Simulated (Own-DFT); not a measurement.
# One cell, two functionals

These are calculations, not measurements. The program, named Own-DFT, is a retired in-house plane-wave density functional code that no person has reviewed. Each row is one single-point run on a periodic cell that was not relaxed, without spin or spin-orbit coupling.

Known limits, some of them of some rows only: not probed for a lower state with spin; forces on such cells failed a check on a denser k mesh; forces on such cells passed a denser k mesh, each cell not checked; stress not checked against mesh or cutoff.

Each cell was run twice at the same cutoff, k mesh and smearing, with PBE and with PBEsol, on PseudoDojo norm-conserving files made for PBE. Atoms were moved at random from their sites; u is the rms move along one axis. Files made for PBEsol would give a somewhat different change.

| cell | atoms | volume (Å³/atom) | u (Å) | cutoff (hartree) | P with PBE (GPa) | P with PBEsol (GPa) | change (GPa) |
|---|---|---|---|---|---|---|---|
| D0_22 TiAl3 (Al30Ti10) | 40 | 15.71 | 0.048 | 42 | 2.29 | 0.40 | -1.90 |
| D0_22 TiAl3 (Al30Ti10) | 40 | 15.27 | 0.045 | 42 | 5.55 | 3.58 | -1.96 |
| D0_22 TiAl3 (Al30Ti10) | 40 | 16.17 | 0.055 | 42 | -0.43 | -2.27 | -1.83 |
| diamond-structure SiGe in clusters (Ge32Si32) | 64 | 21.31 | 0.032 | 42 | 3.04 | 0.75 | -2.29 |
| diamond-structure SiGe in clusters (Ge32Si32) | 64 | 21.31 | 0.059 | 42 | 3.62 | 1.32 | -2.30 |
| diamond-structure SiGe in clusters (Ge32Si32) | 64 | 21.31 | 0.059 | 42 | 3.55 | ? | ? |
| diamond-structure SiGe in ordered layers (Ge8Si56) | 64 | 20.34 | 0.030 | 42 | 2.27 | 0.76 | -1.51 |
| diamond-structure SiGe in ordered layers (Ge8Si56) | 64 | 20.34 | 0.029 | 42 | 2.26 | 0.75 | -1.51 |
| diamond-structure SiGe in ordered layers (Ge8Si56) | 64 | 20.34 | 0.060 | 42 | 2.94 | 1.41 | -1.52 |
| wurtzite AlGaN with randomly placed atoms (Al27Ga9N36) | 72 | 10.68 | 0.084 | 42 | 10.83 | 7.71 | -3.12 |
| wurtzite AlGaN with randomly placed atoms (Al27Ga9N36) | 72 | 10.68 | 0.073 | 42 | 9.23 | 6.11 | -3.12 |
| wurtzite AlGaN with randomly placed atoms (Al27Ga9N36) | 72 | 11.06 | 0.047 | 42 | -0.51 | -3.50 | -2.99 |

## Worked reading

Mean change of pressure by composition, in GPa: Al3GaN4, -3.08; GeSi, -2.29; Al3Ti, -1.90; GeSi7, -1.51. At a fixed cell PBEsol gives the lower pressure, because it favours a smaller volume than PBE. Here the change varies more between materials than between cells of one material.

## Withheld value

Question: what PBEsol pressure should the Ge32Si32 cell with the blank give?

Adding the mean change of the cells with its composition, -2.29 GPa, to 3.55 gives 1.3 GPa. The calculation gave 1.26 GPa.
